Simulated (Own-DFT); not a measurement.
# Shaking the atoms of zincblende InP, 64 atoms (In32P32)

These are calculations, not measurements. The program, named Own-DFT, is a retired in-house plane-wave density functional code that no person has reviewed. Each row is one single-point run on a periodic cell that was not relaxed, without spin or spin-orbit coupling.

Settings of every run: PBE; PseudoDojo norm-conserving scalar-relativistic files; cutoff 36 hartree; 3 x 3 x 3 k mesh centred on Gamma; Fermi-Dirac smearing of 0.1 eV.

Known limits: forces on such cells moved up to 12 meV/angstrom on a denser k mesh; stress not checked against mesh or cutoff.

Cell vectors in Å: (11.737, 0.000, 0.000); (0.000, 11.737, 0.000); (0.000, 0.000, 11.737). In each run every atom was moved at random and independently from its ideal site; u is the rms move along one axis. E is the free energy for each atom above the fitted value at u = 0, and F the rms of the force components.

```
run,u (Å),E (meV/atom),F (eV/Å),largest force (eV/Å),P (GPa)
1,0.0184,4.8,0.218,0.81,3.19
2,0.0209,?,?,?,?
3,0.0470,32.7,0.572,1.82,3.54
4,0.0488,30.2,0.541,1.79,3.48
5,0.0529,44.0,0.678,2.19,3.71
6,0.0948,134.2,1.236,5.09,4.81
7,0.0975,142.4,1.305,4.67,4.80
8,0.0991,125.1,1.163,4.17,4.61
9,0.1449,310.8,2.200,11.37,6.98
10,0.2049,584.3,3.079,12.33,10.08
```

## Worked fit

For small independent moves the energy grows as E = (3/2) K u², with K the mean stiffness felt by one atom. The runs with u up to 0.11 Å give K = 9.5 ± 0.4 eV/Å², with residuals divided by u² + 0.0006 Å², since the noise grows with the moves. The scatter is 3.5 meV/atom at u = 0.05 Å. The forces follow F = G u with G = 12.3 eV/Å²; no force at u = 0 is resolved. G exceeds K because the moves of its neighbours add to the force on an atom, and stiffness differs between atoms. At u = 0.205 Å the parabola gives 600 meV/atom and the run 584. The pressure follows P = 3.16 + 167 u² GPa: at fixed volume, shortened bonds push harder than stretched ones pull.

## Withheld run

Question: what energy and rms force should run 2 give?

The fit gives 6 ± 1 meV/atom and about 0.26 eV/Å. The calculation gave 6.4 meV/atom and 0.256 eV/Å.
